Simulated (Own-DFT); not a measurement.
# Shaking the atoms of grey tin, 64 atoms (Sn64)

These are calculations, not measurements. They come from Own-DFT, an in-house plane-wave density functional program, since retired, whose code no person has reviewed. Each row is one single-point run on a periodic cell that was not relaxed, without spin or spin-orbit coupling.

Settings of every run: PBE; PseudoDojo norm-conserving scalar-relativistic files; cutoff 42 hartree; 3 x 3 x 3 k mesh centred on Gamma; cold (Marzari-Vanderbilt) smearing of 0.2 eV.

Known limits: forces on such cells moved up to 12 meV/angstrom on a denser k mesh; stress not checked against mesh or cutoff.

Cell vectors in Å: (12.978, 0.000, 0.000); (0.000, 12.978, 0.000); (0.000, 0.000, 12.978). In each run every atom was moved at random and independently from its ideal site; u is the rms move along one axis. E is the free energy for each atom above the fitted value at u = 0, and F the rms of the force components.

| run | u (Å) | E (meV/atom) | F (eV/Å) | largest force (eV/Å) | P (GPa) |
|---|---|---|---|---|---|
| 1 | 0.0208 | 5.2 | 0.212 | 0.67 | 3.38 |
| 2 | 0.0213 | 6.1 | 0.239 | 0.77 | 3.39 |
| 3 | 0.0475 | 34.2 | 0.581 | 1.69 | 3.67 |
| 4 | 0.0482 | 25.4 | 0.469 | 1.57 | 3.56 |
| 5 | 0.0505 | ? | ? | ? | ? |
| 6 | 0.0931 | 103.0 | 0.996 | 3.20 | 4.30 |
| 7 | 0.0972 | 129.4 | 1.188 | 3.92 | 4.59 |
| 8 | 0.1410 | 233.9 | 1.509 | 4.80 | 5.46 |

## Worked fit

For small independent moves the energy grows as E = (3/2) K u², with K the mean stiffness felt by one atom. The runs with u up to 0.11 Å give K = 8.6 ± 0.6 eV/Å², with residuals divided by u² + 0.0006 Å², since the noise grows with the moves. The scatter is 4.1 meV/atom at u = 0.05 Å. The forces follow F = G u with G = 11.1 eV/Å²; no force at u = 0 is resolved. G exceeds K because the moves of its neighbours add to the force on an atom, and stiffness differs between atoms. At u = 0.141 Å the parabola gives 256 meV/atom and the run 234. The pressure follows P = 3.33 + 124 u² GPa: at fixed volume, shortened bonds push harder than stretched ones pull.

## Withheld run

Question: what energy and rms force should run 5 give?

The fit gives 33 ± 5 meV/atom and about 0.56 eV/Å. The calculation gave 29.9 meV/atom and 0.523 eV/Å.
